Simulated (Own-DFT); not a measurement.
# How strain changes the stress of diamond-structure SiGeSn with randomly placed atoms, 64 atoms (Ge40Si16Sn8)

These are calculations, not measurements. The program, named Own-DFT, is a retired in-house plane-wave density functional code that no person has reviewed. Each row is one single-point run on a periodic cell that was not relaxed, without spin or spin-orbit coupling.

Settings of every run: PBEsol; PseudoDojo norm-conserving scalar-relativistic files, made for PBE; cutoff 49 hartree; 3 x 3 x 3 k mesh centred on Gamma; Fermi-Dirac smearing of 0.1 eV.

Known limits: forces on such cells moved up to 12 meV/angstrom on a denser k mesh; stress not checked against mesh or cutoff.

Unstrained cell vectors in Å: (11.410, 0.000, 0.000); (0.000, 11.410, 0.000); (0.000, 0.000, 11.410). The unstrained cell has measured lattice constants (interpolated for alloys), not those of this functional. That, the random moves and any unrelaxed bonds set the pressure at no strain. Each run strains this cell uniformly, with the atoms carried along. Every atom was also moved at random, by a Gaussian of width 0.05 Å on each axis. The random placing of the alloy's atoms differs from row to row. Strain is the symmetric tensor, in per cent. Stress is positive in tension, and the pressure is minus a third of its trace.

| run | e_xx (%) | e_yy (%) | e_zz (%) | s_xx (GPa) | s_yy (GPa) | s_zz (GPa) | P (GPa) | E (meV/atom) |
|---|---|---|---|---|---|---|---|---|
| 1 | -3.00 | -3.00 | 0.00 | -8.17 | -8.03 | -6.41 | 7.53 | 72.0 |
| 2 | 2.25 | 2.25 | 0.00 | 1.35 | 1.46 | 0.03 | -0.95 | 9.7 |
| 3 | -0.25 | -0.25 | 0.00 | -2.60 | -2.53 | -2.51 | 2.55 | 20.3 |
| 4 | 0.75 | 0.75 | 0.00 | -0.96 | -0.86 | -1.38 | 1.07 | 15.6 |
| 5 | 1.00 | 1.00 | 0.00 | -0.71 | -0.69 | -1.37 | 0.92 | 27.2 |
| 6 | 2.00 | 2.00 | 0.00 | 0.75 | 0.88 | -0.43 | -0.40 | 27.9 |
| 7 | 2.75 | 2.75 | 0.00 | 2.25 | 2.24 | 0.61 | -1.70 | 0.0 |
| 8 | 2.50 | 2.50 | 0.00 | 1.72 | 1.81 | 0.26 | -1.27 | 8.2 |
| 9 | -2.00 | -2.00 | 0.00 | ? | ? | ? | ? | ? |

E is the free energy for each atom above the lowest run shown.

## Worked fit

The change of volume is close to e_xx + e_yy + e_zz. A straight line through the runs shown gives P = 2.57 - 79 x (fractional change of volume) GPa, with an error of 3 on the slope and a scatter of 0.28 GPa. The strain isn't the same on all axes, but the crystal is cubic, so the slope still estimates the bulk modulus, averaged over pressures from -1.7 to 7.5 GPa.

## Withheld run

Question: what pressure should run 9 give? Its volume changes by -3.96 %.

The line gives 5.7 GPa. The calculation gave 5.58 GPa.
